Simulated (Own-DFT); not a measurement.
# Computed records: SiC (4H silicon carbide, atoms displaced)

Computed with Own-DFT development build. A calculation, not a measurement: plane-wave PBE density functional theory by an unreviewed code, no spin, of a simulated periodic cell, stress positive in tension, free energy of the whole cell less one offset for each atom, forces on such cells passed a denser k mesh, this cell's mesh not checked; offsets are fitted by least squares, one for each functional and potential file, so energies compare only between cells with the same atoms and settings and are not formation energies; the far tail of each file's local potential was reset to the Coulomb form; each entry is a single point on an unrelaxed cell, so the pressure reflects the starting lattice, mostly measured values (interpolated for alloys), from which strain is counted, and rises with the displacements; printed positions are rounded, which can move forces by about a meV/angstrom; the program, named Own-DFT, is a retired in-house code; no spin-orbit coupling; before rounding, a Quantum ESPRESSO 7.3.1 run of the same cell and cutoff gave forces within 1 meV/angstrom rms on each cell, which checks the program and not the settings.

Common to all runs: functional PBE; potential files PseudoDojo norm-conserving, scalar-relativistic, standard set; wave cutoff 42 hartree; occupations Fermi-Dirac; smearing width 0.1 eV; k mesh 5 x 5 x 3 centred on Gamma.

(1) SiC (4H silicon carbide, atoms displaced)

```xyz
32
Lattice="6.1654 0.0000 0.0000 -3.0827 5.3394 0.0000 0.0000 0.0000 10.0681" Properties=species:S:1:pos:R:3 SiC
Si     0.0324     0.0039     4.1549
Si     0.0284     1.8331     1.6225
C     -3.0581     5.3267     0.8998
C     -0.0769     1.8053     3.5226
Si    -1.5053     2.7227     4.0705
Si    -1.5828     4.4390     1.5683
C      4.5262     2.7967     1.0463
C     -1.5173     4.5110     3.4372
Si     3.1480     0.0052     4.1473
Si     3.0736     1.7687     1.5179
C      3.1863     0.0394     0.9724
C      3.0977     1.7769     3.4931
Si     1.5429     2.5754     4.0925
Si     1.5334     4.4987     1.5666
C      1.5271     2.6435     1.0290
C      1.5033     4.4521     3.6366
Si     3.0739     5.3319     9.0457
Si     3.0017     3.5988     6.6385
C     -3.0318     5.3295     5.8566
C      3.0933     3.5437     8.6028
Si    -1.4461     2.6879     9.1885
Si     4.5890     0.7983     6.6087
C      4.5496     2.6205     5.8401
C      4.5743     0.8275     8.4254
Si     3.1352     0.0284     9.0271
Si     0.0311     3.5111     6.6673
C      3.0349     0.0202     6.0053
C     -0.0487     3.6476     8.5400
Si     1.6244     2.5673     9.1961
Si     1.4423     0.8867     6.6683
C      1.5735     2.5922     5.9452
C      1.5871     0.8393     8.4768
```

```
free energy of cell above offsets : -1.618 eV
pressure                          : 5.93 GPa
stress xx                         : -5.6 GPa
stress yy                         : -4.97 GPa
stress zz                         : -7.23 GPa
stress yz                         : -0.54 GPa
stress xz                         : 0.65 GPa
stress xy                         : -0.28 GPa
```

Force:
| element | x (eV/Å) | y (eV/Å) | z (eV/Å) |
| --- | --- | --- | --- |
| Si | -0.745 | -0.17 | -4.278 |
| Si | -1.913 | -1.389 | 0.365 |
| C | -0.811 | 1.545 | 0.162 |
| C | 2.187 | -1.208 | -1.174 |
| Si | -2.032 | 0.324 | -0.736 |
| Si | 1.364 | 3.44 | 1.04 |
| C | 2.307 | -3.939 | -2.506 |
| C | -0.059 | -0.212 | 0.554 |
| Si | -2.122 | 0.863 | -0.3 |
| Si | 0.191 | 0.194 | 2.928 |
| C | -2.499 | -0.482 | -2.242 |
| C | 0.222 | -0.05 | -1.151 |
| Si | -0.019 | 1.547 | -0.14 |
| Si | 1.428 | -0.899 | 1.756 |
| C | 0.349 | 1 | -1.47 |
| C | 2.251 | -1.247 | -2.634 |
| Si | 0.046 | -0.157 | 2.017 |
| Si | 2.006 | -1.9 | -1.048 |
| C | -1.552 | -0.161 | 5.851 |
| C | 0.246 | -0.459 | -1.753 |
| Si | -1.985 | -0.253 | -0.147 |
| Si | 0.141 | 2.208 | -2.589 |
| C | 0.917 | 0.542 | 4.614 |
| C | 3.04 | 2.228 | 0.972 |
| Si | -1.213 | -0.802 | 3.054 |
| Si | -1.619 | 0.211 | -2.218 |
| C | -0.131 | -1.459 | 0.773 |
| C | 2.09 | -2.87 | -0.365 |
| Si | -1.643 | 1.801 | -0.18 |
| Si | 2.353 | -0.186 | -2.033 |
| C | -1.254 | 1.101 | 1.913 |
| C | -1.54 | 0.837 | 0.964 |

(2) SiC (4H silicon carbide, atoms displaced)

```xyz
32
Lattice="6.1654 0.0000 0.0000 -3.0827 5.3394 0.0000 0.0000 0.0000 10.0681" Properties=species:S:1:pos:R:3 SiC
Si     0.0374     0.0891     3.9969
Si     0.0106     1.8764     1.4494
C      6.0873     0.0618     0.9319
C     -0.0542     1.6991     3.3926
Si    -1.4982     2.7395     3.9309
Si    -1.5467     4.4888     1.5439
C      4.6163     2.6803     1.0958
C     -1.5266     4.3372     3.5927
Si     3.1147     0.0466     4.1147
Si     3.0266     1.6613     1.6037
C      3.1611     0.0126     0.9270
C      3.0625     1.8067     3.4109
Si     1.5064     2.7827     4.2126
Si     1.6247     4.3835     1.6349
C      1.6084     2.7615     0.9318
C      1.5370     4.3410     3.5758
Si    -3.0574     5.2978     9.1473
Si     3.0723     3.5357     6.5896
C      6.0847     0.0710     5.9664
C      3.0642     3.6940     8.5256
Si    -1.5019     2.8308     9.0732
Si     4.5772     0.9195     6.6341
C     -1.5888     2.7704     5.8889
C      4.5818     0.9677     8.5712
Si     3.1064     0.0450     9.0989
Si     0.0576     3.6155     6.5788
C      3.0488     0.1571     5.9103
C      0.0145     3.5537     8.4904
Si     1.5611     2.5880     9.0298
Si     1.4380     0.9804     6.5107
C      1.5256     2.5932     5.9422
C      1.5935     0.9096     8.5538
```

```
free energy of cell above offsets : -0.141 eV
pressure                          : 6.9 GPa
stress xx                         : -1.51 GPa
stress yy                         : -14.53 GPa
stress zz                         : -4.65 GPa
stress yz                         : 1.17 GPa
stress xz                         : 0.58 GPa
stress xy                         : 0.44 GPa
```

Force:
| element | x (eV/Å) | y (eV/Å) | z (eV/Å) |
| --- | --- | --- | --- |
| Si | -0.543 | -3.773 | 2.53 |
| Si | 0.692 | -0.95 | 1.921 |
| C | 2.101 | -0.49 | 0.492 |
| C | 1.52 | 3.716 | -0.598 |
| Si | -1.378 | -6.334 | 2.804 |
| Si | 0.277 | -0.16 | 1.142 |
| C | -1.085 | 1.008 | -3.149 |
| C | 0.217 | 8.034 | -3.531 |
| Si | -0.59 | -0.225 | -1.345 |
| Si | 0.962 | 2.96 | -0.594 |
| C | -1.098 | -1.922 | 0.235 |
| C | -0.482 | -0.245 | 1.745 |
| Si | 0.533 | -5.487 | -3.436 |
| Si | -1.469 | 1.978 | 0.267 |
| C | -0.619 | -3.069 | -1.453 |
| C | 0.384 | 5.099 | -2.477 |
| Si | -1.245 | 4.011 | 0.292 |
| Si | 0.369 | 1.948 | -0.219 |
| C | 0.292 | -0.99 | -0.338 |
| C | 0.084 | -4.009 | -2.07 |
| Si | -1.833 | -2.665 | 2.007 |
| Si | 0.229 | 1.783 | -0.35 |
| C | 1.616 | -1.311 | 0.909 |
| C | 1.516 | 0.212 | -1.349 |
| Si | 0.655 | -0.778 | 0.931 |
| Si | -2.395 | 0.432 | -0.461 |
| C | 0.039 | -1.839 | 2.171 |
| C | 1.527 | 1.255 | -0.991 |
| Si | 0.276 | 3.552 | 2.575 |
| Si | 0.844 | -4.128 | 2.307 |
| C | -0.026 | 4.137 | 2.109 |
| C | -1.368 | -1.748 | -2.079 |

(3) SiC (4H silicon carbide, atoms displaced)

```xyz
32
Lattice="6.1654 0.0000 0.0000 -3.0827 5.3394 0.0000 0.0000 0.0000 10.0681" Properties=species:S:1:pos:R:3 SiC
Si    -3.0449     5.2860     4.0155
Si     0.0864     1.8362     1.5981
C      3.0248     5.2674     0.8756
C     -0.0480     1.8052     3.5287
Si     4.5010     2.6505     4.0512
Si    -1.5470     4.4376     1.5961
C      4.6233     2.6087     0.8927
C     -1.5176     4.4822     3.5634
Si     3.0031     0.0255     4.0642
Si     3.1381     1.7213     1.6290
C     -0.0565     5.3268     0.9899
C      3.1250     1.6876     3.5923
Si     1.4748     2.6737     4.1314
Si     1.5350     4.5399     1.7214
C      1.5224     2.6736     1.0474
C      1.4362     4.3888     3.5425
Si     0.0095     0.0989     9.1666
Si     3.1002     3.4740     6.5888
C      0.0104     0.0049     5.9348
C      3.0322     3.5606     8.4342
Si     4.4260     2.5769     9.1117
Si     4.6348     0.9306     6.7655
C      4.6078     2.6798     5.9842
C      4.7285     0.8186     8.4744
Si     2.9548     0.0424     9.0829
Si     0.1207     3.6204     6.5984
C      0.0867     5.3185     5.9260
C     -0.0420     3.6323     8.5188
Si     1.6451     2.7084     9.1577
Si     1.6155     0.9588     6.6370
C      1.4754     2.6481     6.0241
C      1.4341     0.8384     8.5739
```

```
free energy of cell above offsets : -0.300 eV
pressure                          : 6.43 GPa
stress xx                         : -7.8 GPa
stress yy                         : -5.71 GPa
stress zz                         : -5.79 GPa
stress yz                         : 1.83 GPa
stress xz                         : 0.87 GPa
stress xy                         : -0.88 GPa
```

Force:
| element | x (eV/Å) | y (eV/Å) | z (eV/Å) |
| --- | --- | --- | --- |
| Si | -2.573 | 1.834 | 2.934 |
| Si | -2.63 | -1.746 | 0.087 |
| C | 1.183 | 1.383 | 3.197 |
| C | 0.034 | -0.878 | -1.63 |
| Si | 3.405 | 0.581 | 2.839 |
| Si | -0.743 | -0.635 | -0.61 |
| C | 0.015 | 0.557 | 1.707 |
| C | -1.591 | -2.163 | -3.064 |
| Si | 2.486 | -1.61 | 2.779 |
| Si | -1.437 | 0.992 | 0.035 |
| C | 0.932 | 0.29 | -0.531 |
| C | -2.895 | 2.6 | -3.041 |
| Si | 0.454 | -1.289 | 0.388 |
| Si | -0.821 | -2.134 | -2.571 |
| C | 2.85 | 1.22 | -1.209 |
| C | 1.844 | 1.458 | -0.627 |
| Si | -1.468 | -3.758 | -0.053 |
| Si | -0.358 | 2.708 | -0.695 |
| C | 0.348 | -0.195 | 1.186 |
| C | 0.875 | 0.447 | 0.972 |
| Si | 3.891 | 1.622 | -0.474 |
| Si | 1.106 | -0.742 | -6.348 |
| C | 1.171 | -0.385 | 0.033 |
| C | -4.038 | 1.6 | 2.861 |
| Si | 2.596 | -1.905 | 1.586 |
| Si | -3.821 | -0.237 | 1.453 |
| C | -0.841 | 1.73 | 1.668 |
| C | 0.214 | -1.736 | 0.042 |
| Si | -4.136 | -0.014 | 0.879 |
| Si | -1.724 | -3.304 | -0.701 |
| C | 2.504 | 0.159 | -1.14 |
| C | 3.169 | 3.555 | -1.956 |

(4) SiC (4H silicon carbide, atoms displaced)

```xyz
32
Lattice="6.1654 0.0000 0.0000 -3.0827 5.3394 0.0000 0.0000 0.0000 10.0681" Properties=species:S:1:pos:R:3 SiC
Si     3.0351     5.3246     4.1337
Si    -0.1447     1.8260     1.7195
C      0.0349     0.0257     0.9442
C      0.0294     1.7655     3.4015
Si     4.5713     2.6444     4.0068
Si    -1.5038     4.5711     1.4707
C     -1.4622     2.6554     0.9069
C     -1.5805     4.5234     3.4205
Si     0.0415     5.2807     4.0474
Si     3.0428     1.8204     1.5036
C      0.0063     5.3215     1.0486
C      3.1239     1.7603     3.5411
Si     1.5368     2.6749     4.0553
Si     1.6447     4.5000     1.6885
C      1.5964     2.6199     0.9237
C      1.5036     4.4359     3.4220
Si    -0.0188     0.0738     9.0467
Si     3.0950     3.5509     6.5495
C      0.0188     0.0100     5.9819
C      3.1069     3.5865     8.5360
Si     4.5906     2.5709     9.1510
Si     4.7326     0.9180     6.6198
C     -1.5225     2.6872     5.9587
C      4.6450     0.8023     8.5287
Si     3.0451     0.0252     9.1405
Si     0.0642     3.5923     6.7028
C      3.0343     0.0507     6.0940
C     -0.0811     3.5304     8.5942
Si     1.5222     2.6722     9.1406
Si     1.6338     0.8746     6.5397
C      1.4932     2.6919     5.9006
C      1.6507     0.9161     8.5614
```

```
free energy of cell above offsets : -1.536 eV
pressure                          : 6.03 GPa
stress xx                         : -8.72 GPa
stress yy                         : -2.78 GPa
stress zz                         : -6.6 GPa
stress yz                         : 0.65 GPa
stress xz                         : -0.75 GPa
stress xy                         : 3 GPa
```

Force:
| element | x (eV/Å) | y (eV/Å) | z (eV/Å) |
| --- | --- | --- | --- |
| Si | 1.077 | 0.509 | -1.269 |
| Si | 3.93 | -1.489 | -5.281 |
| C | -1.091 | 1.076 | -0.457 |
| C | -1.059 | 0.118 | 4.453 |
| Si | 2.199 | 1.966 | 1.694 |
| Si | -1.665 | -2.54 | 2.053 |
| C | -2.889 | 1.405 | 0.816 |
| C | 0.288 | -1.495 | 0.301 |
| Si | -2.268 | 1.284 | 1.574 |
| Si | 2.016 | -1.094 | 1.829 |
| C | 2.624 | 1.527 | -2.153 |
| C | -1.899 | -0.431 | -2.008 |
| Si | 0.194 | -0.764 | -0.106 |
| Si | -0.997 | -1.389 | -4.71 |
| C | -2.536 | 2.13 | 1.199 |
| C | 1.439 | -0.292 | 2.924 |
| Si | 2.561 | -2.055 | 2.468 |
| Si | 0.015 | -0.381 | 1.291 |
| C | 0.488 | -0.259 | 0.005 |
| C | -0.68 | -0.512 | -1.163 |
| Si | 0.145 | 1.319 | -0.575 |
| Si | -2.439 | 0.354 | 0.076 |
| C | 0.745 | -0.011 | -0.031 |
| C | -1.509 | 1.728 | -1.27 |
| Si | 1.862 | -2.103 | 1.482 |
| Si | -1.869 | -0.209 | -0.872 |
| C | 4.877 | -2.398 | -2.822 |
| C | 1.371 | 0.146 | -1.02 |
| Si | 0.511 | 0.918 | 0.318 |
| Si | -3.391 | 2.34 | 2.196 |
| C | 1.038 | -0.123 | 1.353 |
| C | -3.089 | 0.724 | -2.293 |
